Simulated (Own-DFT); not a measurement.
# What a defect does to the pressure of its cell: grey tin

Source: density functional calculations with Own-DFT, an unreviewed in-house program that is no longer used. Nothing was measured or relaxed, and spin and spin-orbit coupling are left out.

Common settings: PBE; PseudoDojo norm-conserving scalar-relativistic files; cutoff 42 hartree; 3 x 3 x 3 k mesh centred on Gamma; cold (Marzari-Vanderbilt) smearing of 0.2 eV.

Keep in mind (not all hold for every row): not probed for a lower state with spin; forces on such cells moved up to 12 meV/angstrom on a denser k mesh; stress not checked against mesh or cutoff.

All runs share one cell, with vectors in Å (12.978, 0.000, 0.000); (0.000, 12.978, 0.000); (0.000, 0.000, 12.978) and a volume of 2185.9 Å³. Atoms were moved at random from their sites; u is the rms move along one axis. The defect's site can differ from row to row.

```
cell,formula,u (Å),P (GPa)
no defect,Sn64,0.0181,3.37
no defect,Sn64,0.0198,3.38
no defect,Sn64,0.0449,3.58
two Sn vacancies,Sn62,0.0295,3.10
two Sn vacancies,Sn62,0.0305,3.17
two Sn vacancies,Sn62,0.0507,3.33
two Sn vacancies,Sn62,0.0518,?
one Sn vacancy,Sn63,0.0305,3.27
one Sn vacancy,Sn63,0.0500,3.40
one Sn vacancy,Sn63,0.0521,3.51
```

## Worked fit

P = P0 + c u² + a shift for each defect gives P0 = 3.34 GPa, c = 120 ± 14 GPa/Å² and a scatter of 0.03 GPa. The shifts, and each times the cell's volume:

- one Sn vacancy: -0.19 ± 0.03 GPa, -2.6 eV
- two Sn vacancies: -0.31 ± 0.03 GPa, -4.2 eV (-2.1 eV for each of its 2 sites)

Against the defect-free cell, a freed cell would be larger where the shift is positive and smaller where it is negative (160.2 GPa Å³ is 1 eV). The atoms around the defects weren't relaxed, which would change these numbers.

## Test on the hidden row

Question: what pressure belongs in the blank (two Sn vacancies, u = 0.0518 Å)?

The fitted form gives 3.35 ± 0.04 GPa. The calculation gave 3.30 GPa.
